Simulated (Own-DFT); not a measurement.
SiGe$_{3}$ (diamond-structure random alloy, atoms displaced) (calculated)

Computed with Own-DFT development build. A calculation, not a measurement: plane-wave PBEsol density functional theory by an unreviewed code, no spin, of a simulated periodic cell, stress positive in tension, free energy of the whole cell less one offset for each atom, forces on such cells passed a denser k mesh, this cell's mesh not checked; offsets are fitted by least squares, one for each functional and potential file, so energies compare only between cells with the same atoms and settings and are not formation energies; the far tail of each file's local potential was reset to the Coulomb form; each entry is a single point on an unrelaxed cell, so the pressure reflects the starting lattice, mostly measured values, from which strain is counted, and rises with the displacements; printed positions are rounded, which can move forces by about a meV/angstrom; the program is a retired in-house code; no spin-orbit coupling.

Settings shared by all entries: functional PBEsol; potential files PseudoDojo norm-conserving, scalar-relativistic, made for PBE, standard set; wave cutoff 42 hartree; occupations Fermi-Dirac; smearing width 0.1 eV; hardware one NVIDIA H200; k mesh 3 x 3 x 3 centred on Gamma.

(1) SiGe$_{3}$ (diamond-structure random alloy, atoms displaced)

```
SiGe3
1.0
     11.2025     0.0000     0.0000
      0.0000    11.2025     0.0000
      0.0000     0.0000    11.2025
Ge Si Ge Si Ge Si Ge Si Ge Si Ge Si Ge Si Ge Si Ge Si Ge Si Ge Si Ge Si Ge Si Ge Si Ge
1 2 1 1 2 1 1 1 1 1 12 1 4 1 2 1 1 1 8 1 1 1 1 1 7 1 1 2 5
Direct
  0.00074 0.00195 0.00298
  0.00163 0.24700 0.25237
  0.24848 0.99841 0.25182
  0.24923 0.24916 0.99784
  0.12345 0.12591 0.12835
  0.12396 0.37477 0.36812
  0.37379 0.12378 0.37687
  0.37401 0.37443 0.12625
  0.99888 0.00187 0.49780
  0.99838 0.24616 0.74707
  0.24936 0.99803 0.74673
  0.25072 0.25634 0.50047
  0.12090 0.12133 0.62445
  0.12600 0.37763 0.86782
  0.37334 0.12303 0.87366
  0.37784 0.37352 0.62887
  0.00168 0.49891 0.00030
  0.00090 0.75313 0.25360
  0.24873 0.50052 0.24875
  0.24937 0.74978 0.99864
  0.12476 0.62632 0.12256
  0.12187 0.87570 0.37409
  0.37523 0.62132 0.36826
  0.37479 0.87612 0.12452
  0.99559 0.49933 0.49728
  0.99705 0.75172 0.75167
  0.25243 0.49900 0.74507
  0.24911 0.74734 0.49982
  0.12367 0.62542 0.62978
  0.12378 0.87540 0.87712
  0.37413 0.62344 0.87648
  0.37468 0.87670 0.62408
  0.50007 0.00368 0.99843
  0.50038 0.24872 0.24679
  0.75178 0.00155 0.24372
  0.74877 0.24960 0.99635
  0.62343 0.12898 0.12770
  0.62163 0.37332 0.37227
  0.87776 0.12524 0.37524
  0.87114 0.37543 0.12631
  0.50038 0.99866 0.50183
  0.50163 0.25645 0.75153
  0.75213 0.00259 0.74896
  0.75216 0.24877 0.49759
  0.62365 0.12078 0.62686
  0.62399 0.37502 0.87319
  0.87318 0.12188 0.87185
  0.87800 0.37845 0.62448
  0.49324 0.50045 0.00066
  0.50381 0.74593 0.25401
  0.74948 0.49539 0.25082
  0.75461 0.74921 0.00011
  0.62432 0.62682 0.12883
  0.62365 0.87671 0.37777
  0.87512 0.62205 0.37426
  0.87597 0.87656 0.12683
  0.50120 0.50385 0.50341
  0.49461 0.74763 0.75300
  0.75036 0.50358 0.75136
  0.74881 0.74936 0.49636
  0.62430 0.62436 0.62444
  0.63168 0.87838 0.87797
  0.87830 0.62789 0.87654
  0.87412 0.87160 0.62265
```

| Property | Result |
| --- | --- |
| free energy of cell above offsets | -1.763 eV |
| pressure | 0.63 GPa |
| stress xx | -0.65 GPa |
| stress yy | -0.62 GPa |
| stress zz | -0.62 GPa |
| stress yz | -0.17 GPa |
| stress xz | -0.08 GPa |
| stress xy | 0.09 GPa |
| wall time | 598.7 s |

Force:
```tsv
element	x (eV/Å)	y (eV/Å)	z (eV/Å)
Ge	0.093	-0.254	0.015
Si	-0.264	0.134	-0.714
Si	-0.123	0.319	-0.363
Ge	-0.21	0.187	0.559
Si	0.411	-0.015	0.107
Ge	-0.18	0.014	1.043
Ge	-0.374	0.275	-0.066
Si	-0.242	-0.193	-0.238
Ge	-0.102	-0.607	0.213
Si	-0.136	0.635	0.023
Ge	-0.443	-0.103	0.568
Si	-0.289	-0.632	0.024
Ge	0.619	0.98	-0.212
Ge	-0.397	-0.729	0.235
Ge	0.389	0.143	-0.02
Ge	-0.268	0.174	-1.029
Ge	-0.17	-0.17	-0.09
Ge	-0.516	-0.367	-0.742
Ge	0.13	-0.334	-0.65
Ge	-0.115	0.391	-0.121
Ge	-0.113	0.129	0.328
Ge	0.792	0.235	0.349
Ge	-0.093	0.205	1.032
Ge	0.319	0.176	0.152
Si	0.722	-0.101	0.432
Ge	0.627	0.373	0.141
Ge	-0.039	0.32	0.43
Ge	0.052	0.123	-0.229
Ge	-0.413	-0.3	-0.878
Si	0.059	0.104	-0.205
Ge	-0.256	0.254	-0.488
Ge	0.148	-0.894	0.21
Si	0.171	-0.29	0.289
Ge	-0.847	0.395	0.41
Si	-0.097	-0.174	0.635
Ge	-0.171	0.203	-0.011
Ge	0.339	-0.86	-0.824
Ge	0.324	-0.177	0.854
Ge	-0.712	0.129	-0.492
Ge	0.855	-0.69	-0.168
Ge	-0.194	0.241	-0.106
Ge	0.155	-1.054	0.227
Ge	-0.15	-0.763	-0.308
Si	-0.2	0.358	0.54
Ge	0.349	1.109	-0.392
Si	0.393	0.846	0.295
Ge	0.668	0.676	0.326
Si	-0.582	-0.484	0.074
Ge	0.934	-0.547	0.278
Ge	-0.508	0.927	-0.329
Ge	-0.284	0.553	0.018
Ge	-0.187	0.363	0.681
Ge	0.391	-0.539	-0.712
Ge	0.596	0.303	-0.784
Ge	-0.019	0.105	-0.016
Si	-0.09	-0.101	-0.07
Ge	-0.375	-0.695	-0.629
Si	0.826	0.557	-0.13
Si	0.121	-0.593	-0.046
Ge	0.031	-0.193	0.253
Ge	0.174	0.599	0.834
Ge	-1.09	-0.355	-0.255
Ge	-0.411	-0.76	-0.184
Ge	-0.029	0.443	-0.074
```

(2) SiGe$_{3}$ (diamond-structure random alloy, atoms displaced)

```
SiGe3
1.0
     11.2025     0.0000     0.0000
      0.0000    11.2025     0.0000
      0.0000     0.0000    11.2025
Ge Si Ge Si Ge Si Ge Si Ge Si Ge Si Ge Si Ge Si Ge Si Ge Si Ge Si Ge Si Ge
3 3 6 1 3 1 3 1 2 1 2 1 5 1 1 1 4 2 5 1 1 2 2 1 11
Direct
  0.00034 0.00347 0.00178
  0.99969 0.25027 0.25048
  0.25087 0.99591 0.25027
  0.25233 0.25170 0.99913
  0.12371 0.12424 0.12557
  0.12233 0.37413 0.37545
  0.37543 0.12369 0.37054
  0.37546 0.37335 0.12686
  0.00113 0.99695 0.49843
  0.99619 0.25042 0.74870
  0.25212 0.99648 0.74443
  0.24579 0.25168 0.49834
  0.12515 0.12891 0.62841
  0.12479 0.37665 0.87643
  0.37439 0.12635 0.87780
  0.37336 0.37629 0.61985
  0.99871 0.49835 0.00364
  0.00030 0.74729 0.25125
  0.25640 0.49750 0.25208
  0.24846 0.74640 0.00325
  0.12462 0.63057 0.12219
  0.12525 0.87319 0.37946
  0.37600 0.62712 0.37516
  0.37889 0.87245 0.12478
  0.00369 0.50116 0.49838
  0.99530 0.75071 0.75086
  0.24736 0.50257 0.74661
  0.24931 0.75331 0.49653
  0.12702 0.62321 0.62711
  0.12332 0.87701 0.87613
  0.37197 0.62748 0.87056
  0.37240 0.87655 0.62014
  0.50174 0.99960 0.00115
  0.50283 0.25205 0.25023
  0.74754 0.00186 0.25027
  0.74606 0.25017 0.00377
  0.63095 0.12402 0.12671
  0.62449 0.37511 0.37861
  0.87448 0.12154 0.37901
  0.87193 0.37332 0.12486
  0.50216 0.00270 0.50180
  0.50566 0.24707 0.74791
  0.74636 0.00167 0.75155
  0.74944 0.25074 0.50136
  0.63007 0.12681 0.62487
  0.62061 0.37767 0.87525
  0.87880 0.12371 0.87071
  0.87484 0.37448 0.62629
  0.50262 0.49640 0.99844
  0.49801 0.74994 0.25002
  0.75078 0.50030 0.24949
  0.75069 0.74730 0.99945
  0.62460 0.62697 0.12769
  0.62032 0.87500 0.37617
  0.87314 0.62646 0.37767
  0.87660 0.87534 0.12264
  0.49564 0.49904 0.50336
  0.49595 0.75038 0.75156
  0.74752 0.50064 0.74759
  0.74936 0.74796 0.49950
  0.62748 0.63027 0.63222
  0.62237 0.87340 0.87275
  0.87433 0.62114 0.87533
  0.87519 0.87680 0.62404
```

| Quantity | Value |
| --- | --- |
| free energy of cell above offsets | -1.841 eV |
| pressure | 0.62 GPa |
| stress xx | -0.6 GPa |
| stress yy | -0.64 GPa |
| stress zz | -0.62 GPa |
| stress yz | 0.11 GPa |
| stress xz | 0.24 GPa |
| stress xy | 0.15 GPa |
| wall time | 612.4 s |

Force:
```tsv
element	x (eV/Å)	y (eV/Å)	z (eV/Å)
Ge	-0.029	0.245	-0.323
Ge	-0.093	-0.021	-0.147
Ge	-0.158	0.008	-0.608
Si	-0.638	-0.324	0.467
Si	0.68	0.455	-0.094
Si	0.334	0.232	-0.39
Ge	0.184	0.088	0.698
Ge	0.338	0.066	-0.816
Ge	0.371	0.772	0.849
Ge	0.596	-0.242	0.345
Ge	-0.607	0.845	0.694
Ge	-0.044	-0.432	-0.11
Si	-0.098	-0.495	-0.47
Ge	0.119	0.124	-0.002
Ge	0.261	-0.38	-0.176
Ge	-0.396	-0.404	1.13
Si	0.095	0.2	0.217
Ge	0.109	0.284	-0.2
Ge	-1.396	0.44	-0.168
Ge	0.375	0.853	-0.316
Si	-0.232	-1.474	0.647
Ge	-0.25	0.174	-0.979
Ge	0.213	0.037	-0.087
Si	-0.058	0.124	-0.114
Ge	-0.274	-0.267	0.106
Ge	0.444	-0.148	0.042
Si	0.468	-0.625	0.418
Ge	0.114	-0.831	0.577
Ge	-0.225	0.641	-0.206
Ge	0.249	-0.233	-0.088
Ge	0.043	-1.113	0.71
Ge	0.937	-0.045	-0.165
Si	-0.154	-0.061	0.198
Ge	0.042	-0.406	-0.05
Si	0.521	-0.686	0.298
Ge	0.995	0.071	-1.078
Ge	-0.975	-0.382	0.033
Ge	-0.009	0.349	-0.2
Ge	-0.243	0.148	-0.657
Si	0.448	0.258	0.01
Si	-0.286	0.094	-0.138
Ge	-0.963	0.435	0.14
Ge	0.764	-0.168	0.11
Ge	0.414	0.039	-0.214
Ge	-0.551	-0.486	-0.329
Ge	0.524	-0.311	-0.071
Si	-0.752	0.229	0.749
Ge	-0.025	0.451	-0.474
Si	-0.621	1.093	0.573
Si	0.241	-0.013	-0.307
Ge	-0.163	-0.038	-0.115
Ge	-0.356	0.063	0.163
Si	-0.409	-0.299	-0.309
Ge	0.201	0.206	-0.329
Ge	0.272	-0.461	-0.325
Ge	-0.478	0.182	0.616
Ge	0.94	0.86	-0.157
Ge	-0.032	0.474	-0.467
Ge	0.302	-0.326	0.542
Ge	-0.16	0.637	0.214
Ge	-0.704	-0.431	-0.829
Ge	-0.027	0.261	0.67
Ge	0.233	-0.238	0.212
Ge	-0.421	-0.094	0.083
```

(3) SiGe$_{3}$ (diamond-structure random alloy, atoms displaced)

```
SiGe3
1.0
     11.2025     0.0000     0.0000
      0.0000    11.2025     0.0000
      0.0000     0.0000    11.2025
Si Ge Si Ge Si Ge Si Ge Si Ge Si Ge Si Ge Si Ge Si Ge Si Ge Si Ge Si Ge Si Ge
1 8 1 12 1 1 1 1 3 3 1 1 2 4 1 3 1 4 1 1 1 2 1 4 1 4
Direct
  0.00178 0.00136 0.99934
  0.99821 0.24953 0.24557
  0.25304 0.99812 0.24764
  0.24861 0.25056 0.00036
  0.12404 0.12898 0.12578
  0.12330 0.37392 0.37417
  0.37157 0.12412 0.37200
  0.37861 0.37426 0.12229
  0.00452 0.00137 0.50351
  0.99661 0.24753 0.75064
  0.25177 0.99638 0.74579
  0.24985 0.25169 0.49578
  0.12500 0.12335 0.62319
  0.12685 0.37735 0.87308
  0.37586 0.12138 0.87563
  0.37580 0.37102 0.62369
  0.00528 0.50264 0.00066
  0.99783 0.74848 0.25188
  0.24976 0.49826 0.24495
  0.25034 0.75310 0.00286
  0.12572 0.62987 0.13082
  0.12032 0.87794 0.37499
  0.37713 0.62444 0.38029
  0.37713 0.87871 0.12650
  0.99870 0.50065 0.50197
  0.99848 0.75306 0.74755
  0.25245 0.50264 0.74931
  0.25626 0.74890 0.50130
  0.12504 0.62648 0.62416
  0.13135 0.87791 0.87713
  0.37576 0.62660 0.87515
  0.37298 0.87181 0.62586
  0.50166 0.00473 0.00067
  0.49975 0.24911 0.25243
  0.74952 0.99969 0.25132
  0.74873 0.25295 0.99964
  0.62290 0.12611 0.12908
  0.62935 0.37366 0.37665
  0.87368 0.12418 0.37584
  0.87656 0.37534 0.12485
  0.49705 0.00113 0.50088
  0.49760 0.24839 0.74843
  0.74957 0.99667 0.75048
  0.74844 0.25056 0.50351
  0.62717 0.13231 0.62347
  0.62530 0.38147 0.87494
  0.87894 0.12306 0.87693
  0.87368 0.37295 0.62414
  0.50266 0.49848 0.00104
  0.50117 0.74870 0.24886
  0.74748 0.50112 0.25127
  0.74907 0.74581 0.99967
  0.62248 0.62342 0.12632
  0.62450 0.87438 0.37723
  0.87691 0.62805 0.37526
  0.87589 0.87602 0.12449
  0.49579 0.50110 0.49874
  0.50112 0.75603 0.75200
  0.74403 0.50145 0.74838
  0.75006 0.75106 0.49936
  0.62717 0.62928 0.62128
  0.62378 0.87338 0.87373
  0.86971 0.62196 0.87388
  0.87927 0.87755 0.62685
```

| Item | Value |
| --- | --- |
| free energy of cell above offsets | -1.791 eV |
| pressure | 0.63 GPa |
| stress xx | -0.62 GPa |
| stress yy | -0.62 GPa |
| stress zz | -0.66 GPa |
| stress yz | 0.16 GPa |
| stress xz | 0.07 GPa |
| stress xy | 0.15 GPa |
| wall time | 569.9 s |

Force:
```tsv
element	x (eV/Å)	y (eV/Å)	z (eV/Å)
Si	0.275	-0.151	0.275
Ge	-0.142	0.03	0.841
Ge	-0.929	0.293	0.19
Ge	0.271	-0.016	-0.334
Ge	0.108	-0.884	-0.327
Ge	-0.39	0.517	-0.066
Ge	0.502	-0.212	0.552
Ge	-0.221	-0.19	0.211
Ge	-0.8	0.008	-0.513
Si	0.555	0.267	-0.121
Ge	-0.124	0.565	0.356
Ge	-0.166	-0.316	0.312
Ge	0.248	0.907	0.658
Ge	-0.104	-0.179	-0.524
Ge	-0.168	0.096	0.003
Ge	-0.493	0.737	0.236
Ge	-0.434	0.074	0.003
Ge	-0.164	0.374	0.16
Ge	0.504	0.317	0.951
Ge	0.276	-0.242	0.059
Ge	0.065	-0.21	-0.596
Ge	1.094	-0.679	0.181
Si	-0.424	0.431	-1.188
Ge	0.779	-0.436	-0.406
Si	0.17	0.33	-0.24
Ge	0.621	-0.637	0.688
Si	-0.299	-0.044	-0.412
Si	-1.049	-0.256	-0.401
Si	0.324	-0.199	-0.088
Ge	-0.979	-0.066	-0.123
Ge	-0.07	-0.18	0.023
Ge	0.577	0.319	-0.621
Si	0.159	-0.555	0.02
Ge	-0.01	0.321	0.109
Si	-0.029	-0.109	-0.021
Si	0.155	-0.274	0.023
Ge	0.682	-0.111	-0.576
Ge	-0.727	0.269	0.026
Ge	0.017	-0.128	-0.107
Ge	-0.491	0.263	-0.465
Si	0.393	0.307	0.223
Ge	0.639	0.044	0.375
Ge	-0.119	0.883	-0.293
Ge	0.34	-0.23	-0.46
Si	-0.662	-1.374	0.301
Ge	-0.072	-1.235	-0.026
Ge	-0.644	0.306	0.136
Ge	0.426	0.404	0.453
Ge	-0.454	0.468	-0.195
Si	-0.421	0	0.645
Ge	0.83	0.159	0.161
Si	-0.057	0.407	0.143
Ge	0.256	0.579	-0.093
Ge	-0.142	0.136	-0.222
Si	-0.535	-0.512	0.611
Ge	-0.397	0.045	-0.326
Ge	0.714	-0.232	0.173
Ge	-0.181	-0.892	-0.458
Ge	0.593	-0.056	-0.426
Si	0.769	0.138	-0.142
Ge	-0.509	0.038	0.052
Ge	0.328	0.44	1.203
Ge	0.546	0.397	0.149
Ge	-0.808	-0.266	-0.731
```

(4) SiGe$_{3}$ (diamond-structure random alloy, atoms displaced)

```
SiGe3
1.0
     11.2025     0.0000     0.0000
      0.0000    11.2025     0.0000
      0.0000     0.0000    11.2025
Ge Si Ge Si Ge Si Ge Si Ge Si Ge Si Ge Si Ge Si Ge Si Ge Si Ge Si Ge Si Ge
6 1 2 2 1 1 1 3 17 1 8 1 2 1 1 1 1 1 4 1 2 1 1 2 2
Direct
  0.99559 0.00194 0.00214
  0.99960 0.25451 0.24897
  0.25012 0.00283 0.24719
  0.25024 0.25265 0.00295
  0.12310 0.12457 0.12399
  0.12802 0.37568 0.37759
  0.37310 0.12584 0.37874
  0.37401 0.37758 0.12102
  0.99995 0.00368 0.49867
  0.00072 0.24760 0.74801
  0.25055 0.99890 0.74952
  0.25012 0.25022 0.50267
  0.12658 0.12416 0.62706
  0.12432 0.37692 0.87488
  0.37365 0.12151 0.87336
  0.37035 0.37375 0.62806
  0.00018 0.50254 0.99936
  0.99598 0.74506 0.24996
  0.25153 0.50451 0.25121
  0.25026 0.75383 0.00464
  0.12700 0.62833 0.12950
  0.12643 0.87548 0.37255
  0.37595 0.62648 0.37353
  0.37320 0.87817 0.12624
  0.99855 0.50076 0.50255
  0.00053 0.75322 0.74771
  0.24912 0.50111 0.74805
  0.24817 0.74899 0.49740
  0.12859 0.62665 0.62009
  0.12141 0.87210 0.87351
  0.37320 0.62538 0.87588
  0.37420 0.87371 0.62820
  0.49956 0.99760 0.00003
  0.50207 0.25122 0.25115
  0.74920 0.00282 0.25303
  0.75106 0.25312 0.00146
  0.62421 0.12561 0.12662
  0.62715 0.37631 0.37615
  0.87279 0.12295 0.37039
  0.87913 0.37750 0.12531
  0.49967 0.99754 0.50132
  0.50232 0.24717 0.75036
  0.75237 0.00019 0.74320
  0.75025 0.25310 0.49929
  0.62823 0.11512 0.62556
  0.62638 0.37424 0.87639
  0.87378 0.11835 0.87237
  0.87272 0.37538 0.62555
  0.50051 0.49636 0.99914
  0.50115 0.74939 0.24856
  0.75591 0.49872 0.24887
  0.74794 0.74931 0.00117
  0.62335 0.62979 0.12830
  0.62294 0.87319 0.37324
  0.87205 0.62816 0.37789
  0.87330 0.87846 0.12269
  0.50253 0.49632 0.49727
  0.50115 0.75164 0.74731
  0.74848 0.49903 0.75160
  0.75510 0.74584 0.50335
  0.62338 0.62500 0.62916
  0.63143 0.87872 0.87037
  0.87425 0.62805 0.87454
  0.87322 0.87501 0.62238
```

| Property | Result |
| --- | --- |
| free energy of cell above offsets | -1.788 eV |
| pressure | 0.61 GPa |
| stress xx | -0.65 GPa |
| stress yy | -0.57 GPa |
| stress zz | -0.62 GPa |
| stress yz | -0.22 GPa |
| stress xz | -0.05 GPa |
| stress xy | 0.08 GPa |
| wall time | 587.8 s |

Force:
```tsv
element	x (eV/Å)	y (eV/Å)	z (eV/Å)
Ge	0.11	-0.37	-0.499
Ge	0.342	-0.527	0.357
Ge	0.121	0.27	0.719
Ge	0.01	-0.721	-0.868
Ge	-0.042	0.484	0.055
Ge	-0.303	0.192	-0.162
Si	0.371	0.038	-0.322
Ge	0.46	0.111	0.661
Ge	0.328	-0.131	0.175
Si	-0.181	-0.247	0.383
Si	-0.313	0.223	0.257
Ge	0.074	-0.365	0.221
Si	-0.117	0.023	0.125
Ge	-0.497	-0.22	-0.049
Si	-0.077	0.28	0.195
Si	0.897	0.025	-0.245
Si	0.255	0.263	0.049
Ge	-0.089	1.216	-0.184
Ge	-0.025	-0.574	-0.111
Ge	-0.179	-0.256	-0.529
Ge	-0.497	-0.565	-0.738
Ge	-0.465	-0.004	-0.101
Ge	0.337	-0.107	0.367
Ge	0.508	-0.236	0.056
Ge	0.099	-0.001	-0.313
Ge	-0.148	-0.567	-0.292
Ge	0.122	-0.056	0.069
Ge	0.576	0.517	-0.05
Ge	-0.626	-0.173	0.556
Ge	0.545	0.847	0.342
Ge	0.507	-0.102	0.258
Ge	-0.395	0.173	-0.4
Ge	0.31	0.215	-0.694
Ge	-0.736	-0.109	0.233
Si	-0.141	-0.803	-0.773
Ge	0.391	-0.795	-0.276
Ge	0.293	-0.217	-0.043
Ge	0.655	-0.158	-0.514
Ge	-0.033	0.882	0.549
Ge	-0.146	0.43	-0.425
Ge	-0.463	0.088	-0.417
Ge	-0.531	-0.141	-0.134
Ge	0.312	-0.455	1.201
Si	-0.054	-0.8	0.095
Ge	-0.337	1.742	-0.845
Ge	-0.157	0.345	-0.173
Si	0.194	1.182	-0.042
Ge	0	-0.309	0.349
Si	0.104	0.764	0
Ge	-0.642	0.476	0.2
Si	-0.673	0.469	0.247
Ge	0.134	0.848	-0.261
Ge	0.348	-1.56	-0.489
Ge	0.739	0.149	0.297
Ge	0.301	-1.123	-0.528
Si	-0.378	-0.28	0.789
Ge	-0.589	0.503	1.062
Ge	0.384	-0.05	0.795
Si	-0.087	0.408	-0.116
Ge	-1.527	0.304	0.162
Si	0.393	-0.555	-0.389
Si	-0.583	-0.4	0.34
Ge	0.091	-0.628	-0.067
Ge	0.717	0.138	-0.115
```
